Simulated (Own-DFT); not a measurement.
Simulation results for GaP (zincblende, strongly disordered by large displacements), InAs (zincblende, strongly disordered by large displacements)

A calculation, not a measurement: plane-wave PBE density functional theory by an unreviewed code, no spin, of a simulated periodic cell, stress positive in tension, free energy of the whole cell less one offset for each atom, forces on such cells passed a denser k mesh, this cell's mesh not checked; broken bonds can close the gap or carry spin, so checks made on this kind of crystal may not hold here; offsets are fitted by least squares, one for each functional and potential file, so energies compare only between cells with the same atoms and settings and are not formation energies; the far tail of each file's local potential was reset to the Coulomb form; each entry is a single point on an unrelaxed cell, so the pressure reflects the starting lattice, mostly measured values (interpolated for alloys), from which strain is counted, and rises with the displacements; printed positions are rounded, which can move forces by about a meV/angstrom; the program, named Own-DFT, is a retired in-house code; no spin-orbit coupling. Program: Own-DFT development build.

Settings shared by all entries: functional PBE; potential files PseudoDojo norm-conserving, scalar-relativistic, standard set; wave cutoff 42 hartree; occupations Fermi-Dirac; smearing width 0.1 eV; k mesh 3 x 3 x 3 centred on Gamma.

(1) GaP (zincblende, strongly disordered by large displacements)

```
cell vectors (Å)
  10.9010     0.0000     0.0000
   0.0000    10.9010     0.0000
   0.0000     0.0000    10.9010
atoms (fractions of the cell vectors)
Ga  0.00792  0.00961  0.99917
Ga  0.00726  0.25193  0.23446
Ga  0.24129  0.02962  0.23990
Ga  0.24220  0.27281  0.01800
P   0.12800  0.08907  0.13040
P   0.13442  0.38942  0.39698
P   0.37506  0.10834  0.38773
P   0.39145  0.38075  0.11302
Ga  0.01128  0.01547  0.49196
Ga  0.99741  0.24474  0.74397
Ga  0.26646  0.01669  0.75363
Ga  0.25383  0.24068  0.51596
P   0.13177  0.13698  0.60963
P   0.12566  0.39080  0.88803
P   0.36755  0.14600  0.88892
P   0.37221  0.37120  0.60938
Ga  0.99268  0.49257  0.96424
Ga  0.01743  0.76258  0.23741
Ga  0.24252  0.48371  0.29914
Ga  0.27542  0.77971  0.97057
P   0.13631  0.59204  0.14356
P   0.12921  0.90029  0.36803
P   0.37422  0.62078  0.39898
P   0.38950  0.87222  0.12074
Ga  0.96129  0.48989  0.48835
Ga  0.99865  0.78306  0.76165
Ga  0.27437  0.50293  0.72231
Ga  0.28343  0.75032  0.50083
P   0.14321  0.59218  0.61972
P   0.13582  0.88387  0.88585
P   0.39573  0.60483  0.84634
P   0.39413  0.84292  0.62926
Ga  0.50805  0.03439  0.95668
Ga  0.46400  0.26827  0.25209
Ga  0.76631  0.01136  0.25391
Ga  0.76227  0.21482  0.00456
P   0.65061  0.14654  0.10486
P   0.61053  0.37875  0.35026
P   0.88243  0.13200  0.36449
P   0.82891  0.35771  0.15181
Ga  0.46907  0.02004  0.52381
Ga  0.51127  0.27092  0.77574
Ga  0.76078  0.99533  0.73391
Ga  0.74977  0.24661  0.50547
P   0.62568  0.11272  0.61486
P   0.57060  0.40674  0.88003
P   0.86897  0.14476  0.84539
P   0.90302  0.39169  0.64464
Ga  0.49768  0.51181  0.00662
Ga  0.44867  0.73770  0.23807
Ga  0.71648  0.52447  0.25822
Ga  0.75314  0.74815  0.00407
P   0.62215  0.65201  0.13035
P   0.61059  0.87758  0.39064
P   0.92244  0.64160  0.42453
P   0.84539  0.85051  0.12849
Ga  0.49355  0.48892  0.49313
Ga  0.49808  0.73882  0.76976
Ga  0.74274  0.50945  0.74328
Ga  0.76586  0.74090  0.47656
P   0.64159  0.64632  0.63229
P   0.59585  0.85425  0.84465
P   0.87248  0.61245  0.90705
P   0.85177  0.88374  0.62474
```

Settings of this run: hardware one NVIDIA H100.

The calculation gives: free energy of cell above offsets 8.556 eV; pressure 12.6 GPa; stress xx -12.39 GPa; stress yy -13.39 GPa; stress zz -12.01 GPa; stress yz 1.81 GPa; stress xz -0.6 GPa; stress xy -0.01 GPa; wall time 563 s.

Force:
```csv
element,x (eV/Å),y (eV/Å),z (eV/Å)
Ga,-2.779,-1.557,-1.555
Ga,-0.002,0.888,0.583
Ga,8.044,-5.709,7.006
Ga,-0.807,-1.068,-0.171
P,-5.862,7.793,-5.953
P,-6.052,-6.652,3.852
P,-2.188,3.455,-3.875
P,-3.078,0.505,1.178
Ga,-1.667,-0.765,0.416
Ga,3.729,1.374,-0.468
Ga,-0.673,-1.111,-0.733
Ga,1.577,2.183,-3.615
P,-2.421,-2.864,4.03
P,3.14,-3.474,-3.371
P,-1.988,1.593,-1.703
P,2.279,-1.445,1.52
Ga,1.09,-1.189,5.952
Ga,0.35,-1.336,0.122
Ga,5.006,5.191,-6.059
Ga,1.522,-3.207,1.549
P,-0.605,1.531,-1.14
P,0.938,-2.121,0.294
P,1.104,-1.52,-3.793
P,-1.668,4.213,-2.17
Ga,4.253,-7.796,2.46
Ga,-0.321,-1.954,-0.945
Ga,-0.187,-1.365,2.298
Ga,-5.223,1.177,0.588
P,-3.073,3.86,-1.621
P,-1.632,1.785,-1.924
P,-3.108,-0.962,3.907
P,-0.564,4.167,1.069
Ga,2.967,-3.07,2.546
Ga,1.676,-2.344,1.451
Ga,-2.526,-1.762,-0.69
Ga,7.925,6.718,-7.166
P,-10.27,-6.766,8.017
P,0.55,-0.885,2.679
P,0.723,1.061,1.596
P,1.846,0.633,-0.75
Ga,2.794,-3.913,1.791
Ga,-2.086,-4.308,-4.355
Ga,-3.912,2.815,3.46
Ga,0.284,0.863,-0.796
P,-0.019,1.97,1.898
P,7.056,-0.313,-2.399
P,-0.879,-2.874,2.187
P,-3.392,-0.99,0.342
Ga,-0.777,4.747,3.95
Ga,2.779,-1.741,2.699
Ga,2.031,-0.165,-0.242
Ga,-2.941,-1.098,-3.524
P,-2.099,-0.755,-0.041
P,0.51,0.321,-1.249
P,-1.243,8.311,-6.543
P,4.072,4.165,2.872
Ga,2.388,0.292,0.914
Ga,-2.772,-4.863,-6.414
Ga,0.386,-0.58,1.547
Ga,-3.308,1.9,1.387
P,-0.907,-1.025,-1.801
P,8.431,9.348,6.675
P,-3.65,4.143,-4.185
P,5.229,-3.455,-3.587
```

(2) InAs (zincblende, strongly disordered by large displacements)

```
cell vectors (Å)
  12.1166     0.0000     0.0000
   0.0000    12.1166     0.0000
   0.0000     0.0000    12.1166
atoms (fractions of the cell vectors)
In  0.04434  0.93273  0.04607
In  0.00461  0.25482  0.27639
In  0.22650  0.97684  0.29302
In  0.28154  0.25628  0.02234
As  0.13256  0.12539  0.11946
As  0.10434  0.38094  0.33838
As  0.41242  0.11950  0.37695
As  0.40375  0.36047  0.16290
In  0.01635  0.01792  0.48711
In  0.98235  0.26417  0.72737
In  0.24919  0.98471  0.70522
In  0.26608  0.24937  0.51641
As  0.09177  0.10751  0.61581
As  0.11714  0.36906  0.82199
As  0.33870  0.10875  0.87233
As  0.37058  0.36743  0.58593
In  0.96382  0.54168  0.05214
In  0.95547  0.73427  0.20871
In  0.25600  0.51527  0.24332
In  0.26942  0.72793  0.00624
As  0.13407  0.64252  0.16486
As  0.10880  0.83030  0.36371
As  0.37210  0.59093  0.37249
As  0.36468  0.92141  0.12849
In  0.01080  0.49790  0.52338
In  0.01156  0.72959  0.76747
In  0.24047  0.54014  0.71603
In  0.24100  0.72704  0.56581
As  0.08606  0.67009  0.61525
As  0.14197  0.81843  0.90242
As  0.37647  0.62710  0.86030
As  0.33863  0.85678  0.61866
In  0.53645  0.99253  0.04259
In  0.55266  0.23960  0.24490
In  0.77358  0.99423  0.19145
In  0.76024  0.23665  0.00758
As  0.61559  0.13452  0.12369
As  0.58856  0.41146  0.38102
As  0.91706  0.12351  0.34166
As  0.91542  0.32247  0.11023
In  0.48323  0.98748  0.50366
In  0.51703  0.26617  0.75681
In  0.75893  0.97650  0.75110
In  0.71652  0.26438  0.50609
As  0.64932  0.12048  0.63947
As  0.60280  0.38566  0.91655
As  0.91060  0.12820  0.88988
As  0.85504  0.35898  0.60665
In  0.49559  0.47287  0.01949
In  0.51617  0.71810  0.22606
In  0.71139  0.45363  0.27148
In  0.77131  0.71087  0.04197
As  0.63028  0.64797  0.11844
As  0.64113  0.88207  0.40115
As  0.86386  0.61267  0.40993
As  0.90489  0.87814  0.12990
In  0.50097  0.53198  0.46761
In  0.49724  0.75077  0.78973
In  0.71800  0.50463  0.74135
In  0.67523  0.73776  0.51119
As  0.62272  0.64684  0.65532
As  0.61162  0.87652  0.81793
As  0.89785  0.64460  0.86514
As  0.89100  0.90500  0.58341
```

Here we set hardware one NVIDIA H200.

It finds free energy of cell above offsets 40.307 eV; pressure 16.13 GPa; stress xx -18.33 GPa; stress yy -16.53 GPa; stress zz -13.53 GPa; stress yz -0.59 GPa; stress xz 3.1 GPa; stress xy -3.16 GPa; wall time 1319 s.

Force:
```csv
element,x (eV/Å),y (eV/Å),z (eV/Å)
In,7.846,4.782,-5.287
In,0.729,0.177,-5.561
In,1.28,1.895,-0.898
In,-0.954,-0.611,-1.141
As,0.074,-0.536,0.832
As,6.335,7.036,4.962
As,-2.352,1.513,-1.194
As,-1.99,0.69,0.2
In,-1.696,-4.1,-7.499
In,-0.556,-2.329,0.595
In,-3.744,5.252,4.484
In,-6.181,-6.74,-4.402
As,5.095,5.009,6.109
As,2.574,2.168,1.891
As,1.387,0.227,-0.331
As,6.067,7.398,4.983
In,0.272,-1.233,-0.056
In,1.601,-8.4,7.302
In,-0.784,-3.913,-0.833
In,2.394,-0.762,3.478
As,-0.014,0.996,-2.397
As,-0.595,-0.478,1.202
As,-5.629,6.853,-2.887
As,-0.521,-2.024,-0.019
In,-0.651,-1.324,-1.379
In,2.448,6.89,-0.298
In,-0.046,-2.669,0.398
In,2.774,-3.671,-7.734
As,-5.498,-4.854,-2.56
As,-1.826,3.378,-2.934
As,-1.683,-3.926,2.021
As,10.13,2.958,0.047
In,-2.552,-4.728,-4.292
In,-3.496,4.551,7.49
In,-2.758,3.254,3.063
In,-0.267,0.187,-1.629
As,6.293,-1.646,-3.857
As,-2.059,-10.25,2.621
As,-7.337,-7.465,3.094
As,-0.593,2.585,-1.303
In,1.376,-1.025,1.649
In,-1.298,-1.144,-0.442
In,4.111,1.891,-0.753
In,-0.957,-1.046,-2.185
As,-1.953,0.021,-0.202
As,7.238,-4.749,-6.604
As,-0.81,-1.055,-0.265
As,0.513,3.052,0.688
In,-5.221,6.127,4.225
In,-7.15,5.297,6.732
In,9.742,3.689,-7.267
In,7.544,3.362,-5.103
As,-1.376,-8.22,-1.78
As,-0.785,3.064,-3.702
As,-1.031,0.534,-1.484
As,-8.466,2.459,-1.655
In,2.338,2.455,11.21
In,-3.786,-3.001,-2.616
In,2.68,-2.764,2.138
In,4.377,-0.013,-3.152
As,-3.648,-1.955,2.664
As,3.322,5.313,4.197
As,-7.796,-5.526,5.165
As,-2.48,-2.907,2.259
```

(3) InAs (zincblende, strongly disordered by large displacements)

```
cell vectors (Å)
  12.1166     0.0000     0.0000
   0.0000    12.1166     0.0000
   0.0000     0.0000    12.1166
atoms (fractions of the cell vectors)
In  0.00101  0.97971  0.99774
In  0.00192  0.23418  0.23536
In  0.25987  0.99650  0.23253
In  0.23355  0.24539  0.98239
As  0.14324  0.12948  0.13345
As  0.13573  0.35978  0.35488
As  0.38368  0.11283  0.37602
As  0.35970  0.38951  0.13902
In  0.01500  0.02506  0.50192
In  0.98982  0.23993  0.77230
In  0.22142  0.97072  0.76118
In  0.22968  0.26648  0.53415
As  0.12747  0.12882  0.61067
As  0.14699  0.37280  0.87962
As  0.36192  0.13808  0.82975
As  0.34811  0.39489  0.60259
In  0.97034  0.49658  0.99360
In  0.00685  0.74063  0.23072
In  0.24550  0.50878  0.24307
In  0.22887  0.75784  0.99703
As  0.14289  0.61528  0.13359
As  0.12246  0.86807  0.36620
As  0.36575  0.63629  0.36787
As  0.37837  0.87541  0.14280
In  0.98600  0.49878  0.46280
In  0.99596  0.76247  0.74814
In  0.26147  0.49424  0.74849
In  0.22183  0.76025  0.51856
As  0.13425  0.63713  0.62562
As  0.12858  0.84536  0.86830
As  0.37953  0.63135  0.88895
As  0.37295  0.84593  0.61171
In  0.49350  0.99523  0.00495
In  0.49879  0.24971  0.26776
In  0.74631  0.03130  0.21759
In  0.76110  0.23905  0.00172
As  0.63914  0.11795  0.09390
As  0.62643  0.38422  0.38006
As  0.86355  0.13642  0.36882
As  0.88806  0.38707  0.11318
In  0.49605  0.02530  0.49435
In  0.49508  0.26768  0.73951
In  0.75027  0.02336  0.73126
In  0.76308  0.27165  0.53144
As  0.62743  0.13274  0.64620
As  0.64727  0.36431  0.85969
As  0.84267  0.13307  0.87486
As  0.87118  0.36353  0.65359
In  0.47617  0.48860  0.99249
In  0.49212  0.74281  0.25654
In  0.73288  0.49039  0.24693
In  0.73483  0.75701  0.98859
As  0.64803  0.62986  0.12456
As  0.62499  0.88276  0.36802
As  0.87192  0.62050  0.38413
As  0.86726  0.86684  0.10783
In  0.48991  0.52837  0.51628
In  0.47045  0.75364  0.73535
In  0.71821  0.47647  0.73055
In  0.74730  0.73449  0.48620
As  0.62004  0.64746  0.62879
As  0.60955  0.91780  0.88721
As  0.88715  0.62601  0.86132
As  0.86791  0.86503  0.62460
```

It was run with hardware one NVIDIA H200.

Results for InAs (zincblende, strongly disordered by large displacements): free energy of cell above offsets -2.549 eV; pressure 8.89 GPa; stress xx -8.57 GPa; stress yy -8.93 GPa; stress zz -9.16 GPa; stress yz 3.26 GPa; stress xz -0.59 GPa; stress xy 0.44 GPa; wall time 1177 s.

Force:
```csv
element,x (eV/Å),y (eV/Å),z (eV/Å)
In,0.372,1.388,-0.248
In,-1,1.1,0.784
In,-1.371,0.667,2.944
In,3.359,-2.658,2.421
As,-0.808,-0.872,-1.997
As,-0.783,0.451,0.991
As,-3.886,2.604,-2.106
As,1.899,-3.245,-1.682
In,-3.268,-3.296,-3.298
In,1.811,0.109,0.023
In,3.295,3.156,-3.085
In,0.028,-0.207,-4.138
As,-0.209,-1.04,5.168
As,-4.197,3.171,-2.298
As,-0.815,-1.591,2.108
As,4.36,0.875,0.682
In,4.216,2.915,-3.15
In,-0.993,0.512,0.761
In,1.757,-1.291,4.319
In,3.699,-2.369,3.816
As,-3.775,2.363,-4.036
As,-0.293,1.388,-0.032
As,-1.132,-0.788,1.847
As,0.785,-1.58,-3.079
In,3.771,-3.515,3.155
In,-0.665,-1.763,-1.46
In,-1.035,2.274,1.672
In,1.273,1.395,-4.071
As,-3.115,-4.079,2.414
As,-3.157,1.727,0.472
As,-1.121,0.711,-1.271
As,-1.365,5.479,-2.459
In,-4.303,2.235,2.225
In,0.326,0.533,-1.2
In,2.609,-3.465,3.924
In,-0.585,4.816,2.309
As,-4.627,2.191,-0.244
As,-0.836,-0.802,2.004
As,0.227,-0.051,0.629
As,-3.055,-4.147,4.18
In,3.346,-3.218,3.252
In,-0.223,0.852,-0.303
In,2.081,-4.413,1.559
In,-2.713,-2.514,-3.804
As,-3.251,2.233,-3.95
As,-3.445,-1.787,4.092
As,4.368,-3.438,-1.832
As,3.493,2.93,0.264
In,2.42,-0.695,0.906
In,2.394,0.259,-0.514
In,1.808,0.424,-0.379
In,0.234,0.104,-1.725
As,-2.504,-0.186,-0.153
As,0.339,0.233,-0.029
As,-1.577,1.829,-4.084
As,0.304,0.236,1.651
In,-0.021,-0.257,-1.974
In,3.106,-1.622,4.724
In,1.682,4.519,-2.118
In,-1.024,2.334,0.37
As,0.571,-1.053,0.839
As,3.661,-4.041,-4.716
As,-2.221,0.132,-0.27
As,-0.22,1.839,-0.798
```

(4) GaP (zincblende, strongly disordered by large displacements)

```
cell vectors (Å)
  10.9010     0.0000     0.0000
   0.0000    10.9010     0.0000
   0.0000     0.0000    10.9010
atoms (fractions of the cell vectors)
Ga  0.97873  0.97796  0.98715
Ga  0.99269  0.23449  0.27360
Ga  0.21996  0.98996  0.24859
Ga  0.24267  0.26365  0.02479
P   0.11290  0.10478  0.12929
P   0.12477  0.40646  0.35617
P   0.35939  0.10644  0.41129
P   0.35655  0.35989  0.12103
Ga  0.98306  0.02313  0.50065
Ga  0.94459  0.22513  0.76894
Ga  0.22947  0.94965  0.75128
Ga  0.23319  0.27087  0.49161
P   0.13780  0.10426  0.63978
P   0.13695  0.38922  0.88426
P   0.37956  0.08974  0.86438
P   0.38177  0.38795  0.63036
Ga  0.02725  0.49758  0.96598
Ga  0.01672  0.73844  0.26176
Ga  0.25299  0.50061  0.27493
Ga  0.25727  0.75967  0.98798
P   0.14177  0.64838  0.10511
P   0.15322  0.85966  0.37631
P   0.37029  0.63200  0.36232
P   0.34750  0.84886  0.14077
Ga  0.99270  0.51090  0.49071
Ga  0.00349  0.73127  0.73666
Ga  0.25879  0.48685  0.74256
Ga  0.24292  0.72508  0.50899
P   0.11726  0.61027  0.61824
P   0.11860  0.86385  0.87816
P   0.38543  0.64983  0.86728
P   0.35075  0.86713  0.60472
Ga  0.49395  0.00874  0.99813
Ga  0.50738  0.25534  0.21515
Ga  0.70879  0.98873  0.22563
Ga  0.78175  0.23986  0.00414
P   0.64622  0.12926  0.13124
P   0.63431  0.36678  0.35573
P   0.87150  0.14234  0.40443
P   0.88210  0.38635  0.10948
Ga  0.48063  0.99060  0.46939
Ga  0.48971  0.23164  0.76051
Ga  0.76084  0.00853  0.76217
Ga  0.74596  0.22085  0.50448
P   0.60788  0.12159  0.60595
P   0.62251  0.37297  0.87120
P   0.85477  0.12003  0.88020
P   0.87664  0.40024  0.65071
Ga  0.47749  0.49201  0.99969
Ga  0.49773  0.79616  0.24192
Ga  0.75964  0.51573  0.25488
Ga  0.74933  0.71818  0.99146
P   0.65143  0.63460  0.14617
P   0.64025  0.89348  0.36034
P   0.90569  0.65710  0.40139
P   0.85439  0.87311  0.10978
Ga  0.46743  0.48895  0.47889
Ga  0.50997  0.75477  0.75381
Ga  0.74932  0.48419  0.75218
Ga  0.74393  0.74053  0.51857
P   0.64252  0.64483  0.62835
P   0.63366  0.89745  0.87737
P   0.88865  0.65425  0.84812
P   0.88506  0.88686  0.59811
```

Here we set hardware one NVIDIA H100.

Results for GaP (zincblende, strongly disordered by large displacements): free energy of cell above offsets 0.937 eV; pressure 11.29 GPa; stress xx -11.71 GPa; stress yy -10.86 GPa; stress zz -11.28 GPa; stress yz 3.15 GPa; stress xz 4.04 GPa; stress xy -0.73 GPa; wall time 594.4 s.

Force:
```csv
element,x (eV/Å),y (eV/Å),z (eV/Å)
Ga,0.935,0.977,0.69
Ga,0.914,1.701,-2.435
Ga,2.956,0.659,0.63
Ga,-4.757,-5.251,-4.595
P,-1.409,2.157,-1.393
P,-5.296,-5.315,3.441
P,-5.04,5.764,-5.175
P,4.498,4.78,4.246
Ga,4.729,-1.256,0.85
Ga,6.127,5.029,-5.901
Ga,2.498,2.88,-2
Ga,0.703,-0.898,1.443
P,-2.228,2.332,-0.729
P,4.357,-6.516,-4.283
P,-3.074,1.919,-0.625
P,0.529,-3.136,-0.704
Ga,-5.707,6.291,4.984
Ga,1.213,2.078,-2.623
Ga,3.351,2.952,-5.667
Ga,0.46,-0.392,-1.128
P,-2.163,-3.33,1.896
P,-3.433,-0.222,1.295
P,1.857,1.304,0.942
P,-0.26,3.915,-1.584
Ga,0.516,-2.854,1.432
Ga,3.405,4.682,-4.03
Ga,-1.452,2.565,1.457
Ga,0.549,-0.011,-0.972
P,1.486,-0.858,1.444
P,-2.375,-1.285,0.87
P,-1.106,-2.87,0.694
P,2.751,-0.582,1.392
Ga,1.658,-1.538,2.358
Ga,-0.015,-0.24,2.284
Ga,5.514,-0.766,-1.869
Ga,-3.209,3.293,2.37
P,-2.74,3.827,-4.048
P,-0.67,0.557,1.249
P,2.047,-1.804,-5.576
P,1.214,0.29,1.125
Ga,4.808,-3.699,3.316
Ga,0.971,0.812,-1.241
Ga,-2.424,-2.548,-5.011
Ga,-3.818,5.282,2.677
P,-0.57,-1.335,2.266
P,-0.636,-0.967,1.397
P,0.785,-3.946,4.063
P,3.187,-4.294,-3.808
Ga,1.341,0.929,-0.28
Ga,2.847,-2.914,1.21
Ga,1.834,-1.863,1.467
Ga,0.408,2.302,-0.938
P,-4.143,0.758,-1.457
P,-2.925,-4.199,6.019
P,-4.104,-0.352,-1.155
P,0.268,-1.052,1.742
Ga,2.849,0.461,-0.743
Ga,0.936,2.267,-1.516
Ga,-2.862,4.004,1.979
Ga,4.026,4.619,-4.384
P,-4.781,-5.038,3.632
P,-0.848,-2.687,0.572
P,-4.851,-5.469,5.103
P,-1.632,-1.901,3.336
```

(5) GaP (zincblende, strongly disordered by large displacements)

```
cell vectors (Å)
  10.9010     0.0000     0.0000
   0.0000    10.9010     0.0000
   0.0000     0.0000    10.9010
atoms (fractions of the cell vectors)
Ga  0.96797  0.01815  0.03486
Ga  0.00678  0.29041  0.25192
Ga  0.20540  0.04259  0.26362
Ga  0.20923  0.24365  0.00323
P   0.17450  0.08077  0.10066
P   0.17364  0.35012  0.38823
P   0.43308  0.13381  0.39677
P   0.40847  0.37882  0.10517
Ga  0.98357  0.03175  0.46381
Ga  0.96149  0.21126  0.73479
Ga  0.27793  0.98527  0.75567
Ga  0.30905  0.19281  0.49728
P   0.14684  0.14184  0.62849
P   0.14467  0.34499  0.85188
P   0.39478  0.10565  0.87310
P   0.32978  0.39001  0.63741
Ga  0.01392  0.45966  0.95116
Ga  0.99983  0.74922  0.23483
Ga  0.25339  0.48175  0.27418
Ga  0.23799  0.74615  0.06523
P   0.05701  0.59734  0.10346
P   0.09290  0.90841  0.35114
P   0.38780  0.64347  0.38654
P   0.33802  0.88893  0.10200
Ga  0.01312  0.49818  0.48268
Ga  0.02277  0.76731  0.71881
Ga  0.24765  0.52254  0.70565
Ga  0.20699  0.73232  0.53135
P   0.11547  0.63586  0.66319
P   0.14223  0.85516  0.89466
P   0.38204  0.60862  0.85329
P   0.36397  0.82959  0.60093
Ga  0.51639  0.97828  0.00012
Ga  0.47739  0.27312  0.21939
Ga  0.77928  0.00536  0.23324
Ga  0.71093  0.29097  0.99845
P   0.60462  0.07247  0.11108
P   0.59344  0.42325  0.37983
P   0.91055  0.15334  0.35969
P   0.90501  0.34895  0.12869
Ga  0.51575  0.95728  0.48764
Ga  0.51689  0.27106  0.73786
Ga  0.73901  0.92406  0.74426
Ga  0.75223  0.24114  0.51476
P   0.65864  0.13629  0.60489
P   0.63222  0.36654  0.86783
P   0.85395  0.14707  0.85783
P   0.88063  0.34202  0.56276
Ga  0.52797  0.51215  0.00370
Ga  0.55209  0.73447  0.28222
Ga  0.74530  0.43826  0.22782
Ga  0.77001  0.72049  0.02629
P   0.62120  0.65680  0.09987
P   0.65214  0.89538  0.39747
P   0.90933  0.57829  0.37844
P   0.88360  0.87884  0.14411
Ga  0.50199  0.51119  0.49329
Ga  0.52194  0.69727  0.78812
Ga  0.73130  0.46057  0.72345
Ga  0.81434  0.72351  0.50031
P   0.66474  0.63202  0.65620
P   0.63517  0.80251  0.93012
P   0.91168  0.63754  0.85714
P   0.90294  0.88159  0.58794
```

It was run with hardware one NVIDIA H100.

The calculation gives: free energy of cell above offsets 34.078 eV; pressure 17.3 GPa; stress xx -17.28 GPa; stress yy -16.5 GPa; stress zz -18.13 GPa; stress yz 3.23 GPa; stress xz 0.5 GPa; stress xy 2.26 GPa; wall time 624.3 s.

Force:
```csv
element,x (eV/Å),y (eV/Å),z (eV/Å)
Ga,2.057,1.883,-3.29
Ga,7.677,-2.777,6.414
Ga,4.127,-1.369,8.946
Ga,2.751,1.066,0.287
P,-3.059,0.687,-8.571
P,-2.279,-1.546,1.732
P,6.013,-3.342,-6.892
P,-6.652,5.268,-5.909
Ga,3.762,-3.916,6.035
Ga,5.703,3.477,-5.567
Ga,-1.224,-1.067,-0.849
Ga,-8.353,4.576,6.216
P,-0.499,-1.994,-0.143
P,-0.819,0.803,-2.476
P,0.918,1.633,-0.208
P,7.373,-8.634,-5.396
Ga,-1.274,0.838,0.16
Ga,1.101,-1.755,1.96
Ga,2.036,3.042,-2.784
Ga,-4.254,-6.025,-2.609
P,3.118,0.689,1.261
P,1.285,-3.773,1.253
P,-2.212,0.177,-0.829
P,3.924,4.946,2.564
Ga,8.023,-6.009,7.554
Ga,-5.209,8.433,5.371
Ga,0.369,3.165,6.586
Ga,1.842,2.362,-5.417
P,-1.367,-7.272,-3.777
P,-0.783,1.114,-1.066
P,-5.185,-2.902,4.012
P,2.63,2.677,2.015
Ga,-5.441,-5.614,-6.847
Ga,5.108,-6.846,7.483
Ga,-3.521,3.406,2.787
Ga,5.465,-6.568,8.565
P,6.404,8.025,7.457
P,6.293,-6.954,-7.156
P,-5.947,3.352,-3.962
P,-5.863,3.396,-8.764
Ga,-6.753,2.782,4.708
Ga,-2.489,-2.355,-1.325
Ga,0.127,1.057,0.082
Ga,-1.404,1.512,-10.02
P,-7.947,-8.016,6.92
P,-4.462,5.655,-4.981
P,-4.67,-4.528,6.356
P,7.454,6.862,5.615
Ga,-1.543,-1.227,-2.157
Ga,-0.675,0.81,0.642
Ga,-0.758,1.166,0.603
Ga,10.96,0.762,-1.522
P,-4.592,-1.814,4.184
P,7.332,-4.441,-5.113
P,-7.855,6.96,-8.45
P,-0.8,-3.733,-2.464
Ga,-4.981,4.622,8.056
Ga,3.653,3.477,-2.869
Ga,3.124,-0.419,-0.986
Ga,-1.952,-0.773,-0.22
P,-0.302,1.199,-2.83
P,-3.737,3.856,-3.12
P,-1.554,-0.958,1.077
P,-0.216,0.891,1.668
```
